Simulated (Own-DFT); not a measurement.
Simulation results for Al$_{3}$GaN$_{4}$ (wurtzite random alloy, strained, atoms displaced)

Computed with Own-DFT development build. A calculation, not a measurement: plane-wave density functional theory by an unreviewed code, no spin, of a simulated periodic cell, stress positive in tension, run twice, with PBE and with PBEsol, both on files made for PBE, so the change isn't that of files made for PBEsol, forces on such cells passed a denser k mesh, this cell's mesh not checked; the far tail of each file's local potential was reset to the Coulomb form; each entry is a single point on an unrelaxed cell, so the pressure reflects the starting lattice, mostly measured values (interpolated for alloys), from which strain is counted, and rises with the displacements; printed positions are rounded, which can move forces by about a meV/angstrom; the program, named Own-DFT, is a retired in-house code; no spin-orbit coupling; stress was not checked against mesh or cutoff.

```json
{"formula": "Al3GaN4", "kind": "wurtzite random alloy, strained, atoms displaced", "structure": {"cell_angstrom": [[9.1824, 0.0, 0.0], [-4.5912, 7.9522, 0.0], [0.0, 0.0, 10.0655]], "atoms_fractional": [["Al", 0.10553, 0.2288, 0.00473], ["Al", 0.21633, 0.10888, 0.25614], ["N", 0.10294, 0.21751, 0.19239], ["N", 0.22714, 0.11448, 0.44903], ["Al", 0.11185, 0.22388, 0.50027], ["Al", 0.22865, 0.10733, 0.75538], ["N", 0.11039, 0.21959, 0.6889], ["N", 0.22815, 0.10879, 0.93041], ["Ga", 0.10872, 0.53682, 0.00908], ["Al", 0.22335, 0.44393, 0.25894], ["N", 0.10834, 0.56289, 0.18454], ["N", 0.21997, 0.44671, 0.43392], ["Ga", 0.11776, 0.5545, 0.49942], ["Al", 0.22063, 0.45366, 0.75245], ["N", 0.11296, 0.5562, 0.68982], ["N", 0.21594, 0.44441, 0.94754], ["Al", 0.10909, 0.8883, 0.99424], ["Al", 0.23196, 0.78751, 0.24481], ["N", 0.11347, 0.87743, 0.1921], ["N", 0.21301, 0.77425, 0.43974], ["Al", 0.12313, 0.8989, 0.50316], ["Al", 0.22489, 0.78528, 0.74587], ["N", 0.10655, 0.89324, 0.68624], ["N", 0.23113, 0.77165, 0.9417], ["Al", 0.44523, 0.22069, 0.99731], ["Al", 0.56137, 0.1143, 0.25897], ["N", 0.45249, 0.21944, 0.18693], ["N", 0.54764, 0.12154, 0.43704], ["Al", 0.44824, 0.22767, 0.49986], ["Al", 0.54467, 0.10699, 0.74832], ["N", 0.45612, 0.22799, 0.68795], ["N", 0.55541, 0.11661, 0.93409], ["Al", 0.44269, 0.55617, 0.99313], ["Al", 0.55911, 0.45203, 0.24422], ["N", 0.45396, 0.55548, 0.18762], ["N", 0.55722, 0.44248, 0.43589], ["Al", 0.44566, 0.54569, 0.49978], ["Ga", 0.56274, 0.44757, 0.75082], ["N", 0.44754, 0.56359, 0.69341], ["N", 0.5548, 0.45428, 0.93554], ["Ga", 0.44136, 0.88926, 0.00667], ["Ga", 0.54721, 0.77644, 0.25116], ["N", 0.44847, 0.89576, 0.1824], ["N", 0.56173, 0.78544, 0.44413], ["Ga", 0.43897, 0.88134, 0.49841], ["Ga", 0.55821, 0.78007, 0.75018], ["N", 0.449, 0.90122, 0.69273], ["N", 0.54186, 0.76936, 0.93532], ["Al", 0.77602, 0.21282, 0.00648], ["Al", 0.89452, 0.10976, 0.24853], ["N", 0.77641, 0.21345, 0.18899], ["N", 0.89481, 0.1071, 0.44114], ["Al", 0.78794, 0.23583, 0.49871], ["Al", 0.9, 0.11852, 0.75332], ["N", 0.76654, 0.21681, 0.68673], ["N", 0.88254, 0.10207, 0.9389], ["Al", 0.77311, 0.55659, 0.0061], ["Al", 0.89306, 0.43743, 0.2561], ["N", 0.77695, 0.55271, 0.18756], ["N", 0.89109, 0.44225, 0.43742], ["Ga", 0.7882, 0.55476, 0.50063], ["Al", 0.89519, 0.43971, 0.75743], ["N", 0.76819, 0.54873, 0.69008], ["N", 0.88956, 0.44039, 0.94572], ["Al", 0.78385, 0.90287, 0.99517], ["Al", 0.90606, 0.78495, 0.24137], ["N", 0.77544, 0.89163, 0.19745], ["N", 0.89523, 0.78249, 0.447], ["Al", 0.76717, 0.88596, 0.49475], ["Ga", 0.89925, 0.78939, 0.75754], ["N", 0.78555, 0.88597, 0.69461], ["N", 0.88117, 0.77356, 0.94056]]}, "settings": {"functional": "PBE, then PBEsol", "potential_files": "PseudoDojo norm-conserving, scalar-relativistic, standard set", "wave_cutoff [hartree]": 42.0, "occupations": "Fermi-Dirac", "smearing_width [eV]": 0.1, "k_mesh": "4 x 4 x 3 centred on Gamma"}, "results": {"PBE_pressure [GPa]": 18.09, "PBE_stress_xx [GPa]": -21.69, "PBE_stress_yy [GPa]": -19.44, "PBE_stress_zz [GPa]": -13.14, "PBE_stress_yz [GPa]": 0.4, "PBE_stress_xz [GPa]": 1.58, "PBE_stress_xy [GPa]": 0.3, "PBEsol_pressure [GPa]": 14.76, "PBEsol_stress_xx [GPa]": -18.35, "PBEsol_stress_yy [GPa]": -16.16, "PBEsol_stress_zz [GPa]": -9.76, "PBEsol_stress_yz [GPa]": 0.46, "PBEsol_stress_xz [GPa]": 1.55, "PBEsol_stress_xy [GPa]": 0.26, "force_element": ["Al", "Al", "N", "N", "Al", "Al", "N", "N", "Ga", "Al", "N", "N", "Ga", "Al", "N", "N", "Al", "Al", "N", "N", "Al", "Al", "N", "N", "Al", "Al", "N", "N", "Al", "Al", "N", "N", "Al", "Al", "N", "N", "Al", "Ga", "N", "N", "Ga", "Ga", "N", "N", "Ga", "Ga", "N", "N", "Al", "Al", "N", "N", "Al", "Al", "N", "N", "Al", "Al", "N", "N", "Ga", "Al", "N", "N", "Al", "Al", "N", "N", "Al", "Ga", "N", "N"], "PBE_force_x [eV/angstrom]": [1.682, 1.923, 2.148, -0.609, 0.144, -0.556, 1.105, -1.769, -3.613, 0.015, 1.677, 2.72, -1.799, 2.007, -0.842, 4.228, 1.329, 0.524, -0.485, 0.718, -1.961, 0.22, 3.383, -3.942, 0.037, -0.538, -2.094, 3.238, -0.598, 1.966, -2.463, 1.033, -0.065, 1.595, -3.138, -0.586, -0.342, -2.168, -1.338, 0.84, 1.098, 1.252, -0.479, -1.55, -0.629, 0.062, -0.843, 2.02, -1.705, -2.135, 0.518, -1.543, -0.487, -2.124, 2.096, 0.704, 0.754, -1.344, 1.099, 1.115, -1.85, -2.25, 4.716, -1.427, -1.0, -3.532, 1.887, -0.029, 4.188, -0.618, -2.336, 0.743], "PBE_force_y [eV/angstrom]": [-1.72, 0.113, 1.414, 0.742, -0.564, 1.675, 1.737, 0.305, 3.768, 0.705, -0.777, -1.233, 0.552, -1.398, 0.819, -2.311, -0.929, -1.839, 3.734, 0.991, -1.402, -0.698, 0.538, -0.236, 1.097, -0.113, 0.393, -1.219, 0.487, 2.161, -1.423, -0.019, -0.024, -1.961, -0.621, 0.456, 1.541, -0.598, -2.518, -1.673, 1.051, 0.187, 0.443, -3.292, 2.107, 1.518, -2.659, 1.676, 0.925, -0.888, 0.878, 1.22, -3.637, -1.546, 0.792, 4.126, -0.837, 0.762, 0.583, 0.19, 1.192, -0.099, 1.862, -0.81, -5.521, -2.23, -0.305, 0.755, 1.154, -3.141, 2.461, 1.133], "PBE_force_z [eV/angstrom]": [-0.63, -0.389, -0.737, -1.818, 0.869, -2.623, 0.418, 2.82, -0.744, -3.166, 4.286, 1.213, 0.986, 0.318, 0.378, -2.893, 0.623, 1.117, -2.014, -1.458, -0.12, 1.296, 0.182, -1.794, 0.584, -1.471, 0.074, 0.303, 1.047, 0.979, -0.704, 0.41, 1.303, 1.134, -0.766, -0.647, 0.761, 0.509, -2.011, 1.916, -2.787, 0.14, 3.901, -0.962, 1.056, 0.11, -1.318, 1.596, -1.232, 1.866, 0.855, -0.704, 1.092, -1.363, 0.34, -0.561, -0.97, -1.872, 0.927, -0.951, 0.65, -0.462, -0.063, -0.769, 1.953, 2.383, -2.06, -1.876, 2.108, -0.951, -1.711, 2.095], "PBEsol_force_x [eV/angstrom]": [1.675, 1.922, 2.148, -0.605, 0.142, -0.563, 1.134, -1.772, -3.529, 0.003, 1.677, 2.52, -1.765, 2.016, -0.853, 3.973, 1.328, 0.568, -0.46, 0.868, -1.946, 0.214, 3.161, -3.734, 0.021, -0.512, -2.081, 3.24, -0.61, 1.98, -2.457, 1.038, -0.101, 1.609, -3.156, -0.414, -0.362, -2.112, -1.176, 0.86, 1.077, 1.241, -0.311, -1.775, -0.602, 0.065, -0.678, 1.874, -1.686, -2.152, 0.515, -1.536, -0.486, -2.138, 2.066, 0.703, 0.765, -1.344, 1.118, 1.083, -1.813, -2.243, 4.505, -1.264, -1.022, -3.554, 1.719, -0.019, 4.189, -0.638, -2.277, 0.731], "PBEsol_force_y [eV/angstrom]": [-1.734, 0.107, 1.427, 0.749, -0.536, 1.687, 1.729, 0.313, 3.703, 0.721, -0.783, -1.119, 0.549, -1.403, 0.833, -2.152, -0.931, -1.854, 3.738, 0.865, -1.407, -0.717, 0.43, -0.274, 1.107, -0.138, 0.39, -1.349, 0.5, 2.172, -1.212, -0.177, -0.026, -1.967, -0.427, 0.524, 1.561, -0.567, -2.37, -1.677, 0.996, 0.199, 0.366, -3.225, 2.05, 1.466, -2.767, 1.79, 0.91, -0.875, 0.871, 1.21, -3.661, -1.545, 0.775, 4.152, -0.841, 0.759, 0.58, 0.42, 1.174, -0.092, 1.865, -0.72, -5.55, -2.248, -0.416, 0.584, 1.156, -3.068, 2.268, 1.132], "PBEsol_force_z [eV/angstrom]": [-0.628, -0.388, -0.735, -1.808, 0.872, -2.638, 0.406, 2.824, -0.718, -3.201, 4.03, 1.318, 0.96, 0.342, 0.187, -2.798, 0.631, 1.13, -2.033, -1.349, -0.109, 1.283, 0.26, -1.659, 0.585, -1.475, 0.079, 0.371, 1.072, 0.995, -0.645, 0.451, 1.316, 1.153, -0.727, -0.613, 0.768, 0.497, -1.874, 1.698, -2.73, 0.121, 3.692, -1.066, 1.039, 0.125, -1.427, 1.453, -1.225, 1.88, 0.854, -0.713, 1.097, -1.341, 0.34, -0.582, -0.984, -1.883, 0.937, -0.813, 0.643, -0.468, -0.103, -0.685, 1.96, 2.394, -2.001, -1.815, 2.126, -0.947, -1.585, 1.877], "rms_change_of_force_components_from_PBE_to_PBEsol [eV/angstrom]": 0.08}}
```
